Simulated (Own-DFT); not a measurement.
# A layer strained by its substrate: wurtzite AlN, 72 atoms (Al36N36)

Everything here is calculated. The program is Own-DFT (plane waves, in-house, since retired, never reviewed by a person); positions were held fixed, and spin and spin-orbit coupling were off.

Method: PBE; PseudoDojo norm-conserving scalar-relativistic files; cutoff 42 hartree; 4 x 4 x 3 k mesh centred on Gamma; Gaussian smearing of 0.01 eV.

Limits: k mesh not checked against a denser one; stress not checked against mesh or cutoff.

Unstrained cell vectors in Å: (9.336, 0.000, 0.000); (-4.668, 8.085, 0.000); (0.000, 0.000, 9.964). The unstrained cell has measured lattice constants (interpolated for alloys), not those of this functional. That, the random moves and any unrelaxed bonds set the pressure at no strain. Each run strains x and y alike by e, as a substrate would, and holds the height along z. Each atom got a random Gaussian move of width 0.05 Å along each axis. Stress is positive in tension.

| e (%) | u (Å) | (s_xx + s_yy)/2 (GPa) | s_zz (GPa) |
|---|---|---|---|
| -3.00 | 0.051 | -25.40 | -11.65 |
| -2.50 | 0.048 | ? | ? |
| -2.25 | 0.053 | -22.10 | -7.79 |
| -2.00 | 0.051 | -18.98 | -7.40 |
| -1.50 | 0.051 | -15.32 | -8.47 |
| -1.00 | 0.051 | -12.81 | -6.03 |
| 1.25 | 0.048 | 1.55 | -4.52 |
| 2.25 | 0.048 | 6.04 | -2.22 |
| 2.75 | 0.051 | 8.29 | -1.65 |
| 3.00 | 0.051 | 9.28 | -0.29 |

## Fit

With e as a fraction, the in-plane stress is -6.2 + 596 e - 2355 e² GPa (errors 11 and 861, scatter 0.73), and s_zz is -5.5 + 151 e GPa (slope ± 16, scatter 1.06). At e = 0 the first slope is C11 + C12 and the second 2 C13, both with the ions held to the strained lattice and at the cell's own pressure. A free layer would change its height as e changes, and the in-plane slope would drop by 2 C13²/C33 to the biaxial modulus. At fixed height, a misfit of 1 % moves the in-plane stress by about 6.0 GPa and s_zz by 1.5 GPa.

## The run left out

The question: what are the two stresses at e = -2.50 %?

The fit gives -22.6 and -9.2 GPa. The hidden result is -22.91 and -7.78 GPa.
